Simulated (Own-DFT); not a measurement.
AlN (wurtzite, atoms displaced) (calculated)

Computed with Own-DFT development build. A calculation, not a measurement: plane-wave PBE density functional theory by an unreviewed code, no spin, of a simulated periodic cell, stress positive in tension, free energy of the whole cell less one offset for each atom, forces on such cells passed a denser k mesh, this cell's mesh not checked; offsets are fitted by least squares, one for each functional and potential file, so energies compare only between cells with the same atoms and settings and are not formation energies; the far tail of each file's local potential was reset to the Coulomb form; each entry is a single point on an unrelaxed cell, so the pressure reflects the starting lattice, mostly measured values (interpolated for alloys), from which strain is counted, and rises with the displacements; printed positions are rounded, which can move forces by about a meV/angstrom; the program, named Own-DFT, is a retired in-house code; no spin-orbit coupling.

Settings shared by all entries: functional PBE; potential files PseudoDojo norm-conserving, scalar-relativistic, standard set; wave cutoff 42 hartree; occupations Fermi-Dirac; smearing width 0.1 eV; hardware one NVIDIA H100; k mesh 2 x 2 x 2 centred on Gamma.

(1) 
```xyz
128
Lattice="12.4480 0.0000 0.0000 -6.2240 10.7803 0.0000 0.0000 0.0000 9.9640" Properties=species:S:1:pos:R:3:force_x:R:1:force_y:R:1:force_z:R:1 formula=AlN free_energy_of_cell_above_offsets=-62.295 pressure=3.75 stress_xx=-4.11 stress_yy=-3.53 stress_zz=-3.62 stress_yz=-0.05 stress_xz=0.02 stress_xy=-0.55 wall_time=379.9
Al    -0.0013     1.8003     9.9592      0.383       0.11     -0.041
Al     1.5767     0.9171     2.4486     -0.169      -0.44      0.414
N     -0.0061     1.8404     1.9002      0.399     -1.161     -0.234
N      1.5642     0.8946     4.3824     -0.198      0.057     -0.349
Al     0.0055     1.8030     4.9658      0.267      0.039      0.373
Al     1.5486     0.9274     7.4929      0.034     -0.466     -0.241
N      0.0008     1.7965     6.8753     -0.498      0.214      0.223
N      1.5687     0.8604     9.3708     -0.328      1.267      0.541
Al    -1.5844     4.5200     9.9627      0.482      -0.27      0.231
Al    -0.0342     3.5549     2.4927      0.589      1.509      0.221
N     -1.5858     4.4808     1.9343      0.427      0.073      -0.79
N     -0.0087     3.6023     4.3957     -0.225      -0.09     -0.057
Al    -1.5731     4.5322     4.9748      0.445     -0.329      0.383
Al     0.0059     3.6140     7.4751      0.067     -0.049     -0.208
N     -1.5540     4.5375     6.8988      0.163     -0.951     -0.418
N     -0.0156     3.6001     9.3775     -0.062     -0.048      0.048
Al    -3.0835     7.2038     9.9434     -0.723     -0.382     -0.227
Al    -1.5573     6.2627     2.4858     -0.063      0.513      0.237
N     -3.1149     7.1759     1.8548      0.354     -0.127      0.877
N     -1.5898     6.2938     4.4082      0.809      0.407     -0.631
Al    -3.1057     7.2109     4.9445     -0.212     -0.038      1.024
Al    -1.5577     6.2815     7.4963     -0.107      0.877         -1
N     -3.1087     7.1976     6.8690     -0.007      0.033      0.257
N     -1.5550     6.2794     9.3281      0.339      0.523      1.323
Al    -4.6719     9.8951     9.9426      0.431     -0.742      0.577
Al    -3.0943     8.9717     2.4909     -0.668      0.022     -0.101
N     -4.6752     9.8676     1.9072      0.225      0.604     -0.185
N     -3.0856     9.0099     4.4155     -0.147      -0.22     -0.661
Al    -4.6425     9.8856     4.9719     -0.585     -0.163      0.511
Al    -3.0865     9.0117     7.4856     -0.922     -0.798      0.191
N     -4.6743     9.8965     6.9309       0.21      0.087     -0.632
N     -3.0771     8.9939     9.4039     -0.491     -0.048     -0.418
Al     3.1203     1.8087     9.9578      0.135     -0.061     -0.424
Al     4.6684     0.9234     2.4858      0.309     -0.536      0.169
N      3.1496     1.8246     1.9058     -0.544     -0.444     -0.357
N      4.7050     0.9027     4.4057     -1.059      -0.16      -0.28
Al     3.0888     1.7621     4.9801      0.553      0.463       0.64
Al     4.6836     0.9120     7.4376     -0.643     -0.098      0.826
N      3.0773     1.8393     6.9332      0.463     -1.155     -1.016
N      4.6723     0.9181     9.3680      0.087     -0.349      0.172
Al     1.5362     4.4765     0.0358      0.249      0.558     -0.477
Al     3.1500     3.5720     2.4976     -0.852      0.902      0.401
N      1.5404     4.5098     1.9091      0.206     -0.744      0.488
N      3.1572     3.5485     4.4257     -1.056      0.468     -0.728
Al     1.5292     4.5028     4.9659      0.799      -0.08     -0.038
Al     3.0906     3.6033     7.4495      0.315      0.306      0.209
N      1.5709     4.5119     6.8628     -0.693     -0.002      0.117
N      3.0993     3.6086     9.3420     -0.269     -0.119      0.703
Al     0.0123     7.2262     0.0174     -0.177      -0.49     -0.103
Al     1.5455     6.2985     2.5121      0.429     -0.332     -0.456
N      0.0207     7.1568     1.9305     -0.884      0.794     -0.428
N      1.5314     6.3081     4.3649      0.372     -0.381       0.67
Al     0.0073     7.2044     4.9779     -0.428     -0.173     -0.004
Al     1.5551     6.2952     7.4936     -0.057      -0.03     -0.201
N     -0.0028     7.1901     6.8744      0.115     -0.015      0.188
N      1.5441     6.3100     9.3897      0.311     -0.293      0.004
Al    -1.5409     9.8672     0.0159      -0.29      1.015     -0.209
Al    -0.0167     8.9966     2.4941      0.299     -0.304     -0.005
N     -1.5790     9.8927     1.9063      0.496      0.083      0.227
N      0.0322     8.9943     4.3892     -1.083     -0.046      0.067
Al    -1.5622     9.8990     4.9842      0.674     -0.321      0.253
Al    -0.0099     8.9809     7.4508       0.09     -0.048      0.702
N     -1.5654     9.8477     6.9156      0.439      1.113     -0.849
N      0.0004     9.0242     9.4046      0.236     -0.665     -0.525
Al     6.2428     1.7860     0.0209     -0.625      0.467     -0.809
Al     7.7819     0.8868     2.4553      0.183     -0.037       0.74
N      6.2369     1.7814     1.8927     -0.136      0.419      0.222
N      7.7577     0.9070     4.3817      0.461      0.061     -0.022
Al     6.2039     1.8058     4.9605      0.801      0.387      0.646
Al     7.8148     0.9024     7.4816     -1.393      0.086     -0.263
N      6.2002     1.8040     6.8956      0.971      0.114     -0.444
N      7.7539     0.9005     9.3501      1.061      0.026      0.673
Al     4.6454     4.4875     0.0021      0.135      0.108     -0.344
Al     6.2363     3.6062     2.4611     -0.361     -0.245      0.436
N      4.6539     4.5064     1.9003      0.401     -0.195     -0.072
N      6.2426     3.6069     4.3889     -0.029     -0.153      -0.54
Al     4.6752     4.4665     4.9599      0.136      0.653      0.729
Al     6.2447     3.6101     7.4883     -0.692     -0.126     -0.238
N      4.6421     4.4618     6.8907      0.626      0.647     -0.113
N      6.2288     3.6335     9.3871     -0.244     -0.842      0.135
Al     3.1454     7.1849     0.0013     -0.723      0.016      0.085
Al     4.6723     6.3048     2.4592       0.33      0.144      0.729
N      3.1021     7.1832     1.9125      0.304      0.218     -0.243
N      4.6928     6.3000     4.4104     -0.761     -0.485     -0.725
Al     3.0999     7.1918     4.9833      0.307      -0.06      -0.44
Al     4.6523     6.3024     7.4838      0.259     -0.628     -0.597
N      3.1040     7.1731     6.8539     -0.258      0.362      0.666
N      4.6764     6.2928     9.3755     -0.091     -0.068      0.165
Al     1.5614     9.8789     0.0286      0.073      0.169      -0.53
Al     3.1311     8.9902     2.4753     -0.497     -0.199      0.707
N      1.5633     9.8678     1.9013     -0.186      0.147      0.027
N      3.0764     8.9972     4.4044      0.637      0.181     -0.069
Al     1.5180     9.8932     5.0063       0.76      0.315     -0.581
Al     3.0654     8.9872     7.4407       0.52     -0.408      0.318
N      1.5281     9.9030     6.8811      0.142     -0.152      0.185
N      3.1088     8.9800     9.3696      0.018      0.177     -0.154
Al     9.3563     1.8201     9.9511     -0.665     -0.059      0.333
Al    10.9174     0.9279     2.5105     -0.416     -0.612     -0.476
N      9.3428     1.7897     1.9098      0.012      0.261     -0.188
N     10.9297     0.8902     4.3831     -0.548      0.227      0.317
Al     9.3465     1.7951     4.9790     -0.288      0.134      -0.54
Al    10.8640     0.9035     7.4837      0.755     -0.462      0.034
N      9.3224     1.7744     6.8692      0.567      0.705      0.217
N     10.8978     0.9229     9.4240      -0.18     -0.513     -0.923
Al     7.7561     4.4862     0.0265       0.31       0.52       -0.8
Al     9.3389     3.5955     2.4901     -0.564     -0.195       0.14
N      7.7593     4.4988     1.8704      0.568     -0.348      0.844
N      9.3620     3.6333     4.3912     -0.585     -0.752      0.067
Al     7.7781     4.5143     4.9795      0.191     -0.174     -0.058
Al     9.3676     3.6106     7.4663     -0.743       0.05     -0.116
N      7.7665     4.5122     6.8524      0.646     -0.749      0.463
N      9.3277     3.6303     9.3776     -0.069     -0.542     -0.177
Al     6.2393     7.1722     9.9469      0.062      0.427      0.404
Al     7.7919     6.2525     2.5097     -0.008       0.89     -0.278
N      6.2786     7.2108     1.9159     -0.854     -0.604     -0.445
N      7.7938     6.3064     4.4055      0.125     -0.359     -0.513
Al     6.2325     7.1563     4.9771     -0.029       0.72      0.161
Al     7.7927     6.2621     7.4792     -0.213      0.848     -0.372
N      6.2136     7.1538     6.8606      0.236      0.571      0.737
N      7.7596     6.2736     9.3595      0.758      0.163      0.251
Al     4.6552     9.8791     0.0287      0.147      0.073     -0.783
Al     6.1938     8.9969     2.4679      0.706     -0.147      0.599
N      4.6522     9.8877     1.8777      0.199      0.419      0.689
N      6.2581     8.9683     4.3974     -0.544      0.362     -0.111
Al     4.6831     9.8958     5.0229     -0.018     -0.822     -1.032
Al     6.2092     8.9993     7.4889      0.507     -0.874      -0.14
N      4.6681     9.8306     6.8708     -0.535      1.175       0.78
N      6.2300     9.0006     9.4019     -0.413     -0.302     -0.335
```

Units: free_energy_of_cell_above_offsets in eV; pressure, stress_xx, stress_yy, stress_zz, stress_yz, stress_xz, stress_xy in GPa; wall_time in s; force_x, force_y, force_z in eV/Å.

(2) 
```xyz
128
Lattice="12.4480 0.0000 0.0000 -6.2240 10.7803 0.0000 0.0000 0.0000 9.9640" Properties=species:S:1:pos:R:3:force_x:R:1:force_y:R:1:force_z:R:1 formula=AlN free_energy_of_cell_above_offsets=-62.265 pressure=3.79 stress_xx=-4.1 stress_yy=-3.54 stress_zz=-3.74 stress_yz=0.06 stress_xz=-0.27 stress_xy=0.03 wall_time=368
Al    -0.0384     1.8139     0.0056      0.726      0.075     -0.056
Al     1.5680     0.9123     2.5170     -0.719     -0.623     -0.465
N     -0.0306     1.8159     1.9454      0.795     -0.522     -0.839
N      1.5626     0.8924     4.3845     -0.192       -0.1       0.72
Al    -0.0134     1.8081     4.9588     -0.145     -0.145      0.242
Al     1.5523     0.9065     7.4766     -0.215     -0.266     -0.059
N     -0.0152     1.7931     6.8818      0.317      0.181     -0.112
N      1.5713     0.8817     9.3683     -0.669      0.657      0.313
Al    -1.5584     4.4912     0.0053     -0.314      0.438      0.286
Al     0.0093     3.5773     2.5136     -0.623      0.743      -0.39
N     -1.5714     4.4707     1.8996      0.242      0.127      0.348
N     -0.0249     3.6144     4.3788      0.626     -0.112      0.595
Al    -1.5833     4.4995     5.0012      0.301     -0.248     -0.533
Al    -0.0210     3.6049     7.4703      0.303     -0.326     -0.004
N     -1.5943     4.4318     6.8728      0.878      1.317     -0.001
N     -0.0081     3.6473     9.3744      0.085     -0.991     -0.156
Al    -3.1293     7.1823     0.0195      0.346      0.161     -0.343
Al    -1.5772     6.2833     2.5058      0.436      -0.37     -0.475
N     -3.0970     7.1731     1.9078     -0.795      0.283       0.33
N     -1.5896     6.2956     4.4063       0.35     -0.194      0.037
Al    -3.1123     7.2193     4.9463     -0.403     -0.718      0.702
Al    -1.5794     6.2731     7.4290      0.251     -0.077      1.158
N     -3.1096     7.2016     6.9093     -0.116     -0.136     -0.995
N     -1.5619     6.2823     9.4107      0.001      0.166      -0.93
Al    -4.6841     9.8809     9.9398      0.082     -0.276      0.492
Al    -3.1393     8.9826     2.5367      0.719     -0.355     -1.561
N     -4.6724     9.8454     1.9326     -0.093      0.864     -0.515
N     -3.0891     8.9733     4.3542     -0.748      0.428      1.273
Al    -4.7099     9.8344     4.9717      1.449      1.213        0.6
Al    -3.1442     8.9895     7.4767      0.646     -0.158      0.307
N     -4.6730     9.8567     6.9105     -0.233      0.543     -0.789
N     -3.1202     8.9978     9.3603     -0.104     -0.296      0.425
Al     3.1159     1.8017     9.9586      0.068     -0.291       0.09
Al     4.6397     0.8790     2.4970      0.306      0.071     -0.744
N      3.0760     1.7771     1.9170      0.707      0.662     -0.404
N      4.6501     0.8973     4.3464      0.139       0.01      1.218
Al     3.1007     1.7941     5.0093      0.226      -0.04     -0.228
Al     4.6436     0.8972     7.4794      0.613     -0.124      0.269
N      3.1254     1.8095     6.9281     -0.517     -0.412      -0.84
N      4.6808     0.8961     9.3625     -0.073      0.096      0.573
Al     1.5425     4.5154     0.0000      0.305     -0.292     -0.363
Al     3.1204     3.6227     2.4611     -0.087     -0.637      0.372
N      1.5403     4.4806     1.8691      0.463      0.163      0.619
N      3.1394     3.5974     4.4226     -0.421      -0.49      -0.96
Al     1.5993     4.4720     4.9684     -0.954      0.271      0.389
Al     3.1214     3.5824     7.4685      0.066      0.651      0.129
N      1.5469     4.4959     6.8913      0.071     -0.588     -0.155
N      3.1291     3.5893     9.3699     -0.318       0.45      0.328
Al     0.0174     7.1909     0.0006     -1.012      -0.07     -0.021
Al     1.5389     6.2901     2.4671      0.107     -0.027      0.436
N     -0.0069     7.1616     1.8780      0.033      0.667      0.691
N      1.5623     6.2552     4.4011     -0.179      0.485     -0.391
Al    -0.0224     7.1673     4.9861       0.56      0.199     -0.196
Al     1.5475     6.2522     7.4926       0.31      0.842     -0.339
N     -0.0132     7.1725     6.8904      0.173     -0.076     -0.143
N      1.5363     6.3103     9.3928      0.816     -0.274     -0.202
Al    -1.5589     9.8662     0.0038     -0.239       0.27     -0.123
Al    -0.0136     9.0184     2.4955      0.796     -1.106     -0.127
N     -1.5199     9.8410     1.9001     -1.307      0.864     -0.027
N     -0.0005     8.9783     4.3681     -0.018      0.159       0.81
Al    -1.5868     9.8829     4.9998      0.792      0.064     -0.262
Al     0.0064     8.9666     7.4825      0.075      0.326      -0.23
N     -1.5666     9.8859     6.8945      0.051     -0.132     -0.269
N     -0.0378     8.9720     9.3715       1.07      0.293      0.092
Al     6.2434     1.8084     0.0185      -0.43     -0.007     -0.485
Al     7.7572     0.9053     2.4761      0.365       0.42      0.351
N      6.2080     1.8166     1.8965     -0.092     -0.284       0.43
N      7.8071     0.9131     4.4102     -1.465     -0.561     -0.674
Al     6.2158     1.8073     4.9705      -0.04     -0.125      0.218
Al     7.7440     0.8931     7.4513      1.004     -0.025      0.525
N      6.2263     1.7856     6.9188     -0.581      0.133     -0.898
N      7.7770     0.8840     9.3820       0.03      0.168     -0.118
Al     4.6626     4.5220     0.0191      0.331     -0.089     -0.697
Al     6.2228     3.6105     2.4976      0.287     -0.468     -0.056
N      4.7116     4.4871     1.8971     -1.038      0.431      0.205
N      6.2087     3.6132     4.3836      0.314     -0.353       0.15
Al     4.6575     4.4921     4.9601      0.477      0.469      0.737
Al     6.2632     3.5757     7.4900     -0.879      0.436      0.048
N      4.6679     4.4882     6.8596      0.229     -0.388      0.434
N      6.2474     3.6279     9.3966     -0.741     -0.595     -0.152
Al     3.1156     7.2133     0.0052       0.09     -0.565      0.018
Al     4.6512     6.2780     2.5309      0.284      0.246     -0.474
N      3.1254     7.2085     1.9249     -0.301      -0.53     -0.372
N      4.6639     6.2986     4.3972      0.088     -0.055     -0.068
Al     3.1141     7.1927     4.9806     -0.212     -0.335      0.274
Al     4.6446     6.2689     7.5009      0.494     -0.011     -0.936
N      3.1340     7.1672     6.8753      -0.85      0.271      0.317
N      4.6840     6.3305     9.3428     -0.638     -0.719      1.195
Al     1.5728     9.8852     0.0338     -0.513     -0.247     -0.661
Al     3.1152     8.9780     2.5038     -0.083      0.407      0.206
N      1.5753     9.9203     1.9123     -0.194     -0.728      0.103
N      3.1128     8.9792     4.4123      0.183      0.049     -0.446
Al     1.5756     9.8816     5.0022     -0.393     -0.065     -0.663
Al     3.1240     8.9922     7.4775      0.126      -0.64       -0.1
N      1.6136     9.8934     6.8525      -1.15     -0.358      0.779
N      3.1055     8.9575     9.3697      0.005      0.932      0.365
Al     9.3168     1.8139     9.9631       0.11      0.166     -0.278
Al    10.8987     0.9086     2.4758      -0.49     -0.142      0.546
N      9.3419     1.8100     1.9021     -0.364     -0.579     -0.177
N     10.8767     0.8854     4.3839      0.035       0.11      0.032
Al     9.2837     1.7836     4.9561      1.577      0.541       0.84
Al    10.8793     0.9031     7.4658     -0.114     -0.339     -0.285
N      9.3251     1.8047     6.8906     -0.165     -0.191     -0.189
N     10.8788     0.9051     9.3539     -0.073        0.1      0.613
Al     7.7598     4.5001     0.0151      0.559      0.347     -0.121
Al     9.3242     3.5657     2.4881      0.351      0.677      0.135
N      7.7730     4.4843     1.9114      0.064     -0.151      0.005
N      9.3581     3.5830     4.3954     -0.802      0.094     -0.153
Al     7.7795     4.4981     4.9646      0.127     -0.398       0.62
Al     9.3581     3.6020     7.4793     -0.956     -0.777      0.299
N      7.7883     4.4704     6.9320      0.266      0.141     -1.154
N      9.3196     3.6362     9.3760      0.177     -0.688      0.138
Al     6.2305     7.1757     0.0012     -0.171      0.491      0.067
Al     7.7564     6.2609     2.4741      0.537      0.448      0.206
N      6.2116     7.1774     1.9315     -0.142      0.072     -0.285
N      7.7662     6.2698     4.3917       0.36       0.57     -0.125
Al     6.2345     7.2091     4.9462     -0.353     -0.677      1.016
Al     7.8149     6.2591     7.4520     -0.955      0.478      0.487
N      6.2019     7.1415     6.9015      0.661        0.5     -0.609
N      7.7606     6.2974     9.3825      0.401     -0.159     -0.033
Al     4.6568     9.9041     0.0397       0.06     -0.452     -0.921
Al     6.2128     8.9869     2.4868      0.235     -0.263      0.045
N      4.6755     9.8854     1.9105     -0.252       0.06      0.186
N      6.2522     9.0038     4.4093     -1.117     -0.677     -0.706
Al     4.6764     9.8734     4.9663     -0.218      0.256      0.656
Al     6.2172     8.9619     7.4783     -0.146      -0.42      0.072
N      4.6739     9.8537     6.9049      0.102      0.598     -0.573
N      6.1958     8.9789     9.3700      0.185      0.187      0.495
```

Units: free_energy_of_cell_above_offsets in eV; pressure, stress_xx, stress_yy, stress_zz, stress_yz, stress_xz, stress_xy in GPa; wall_time in s; force_x, force_y, force_z in eV/Å.
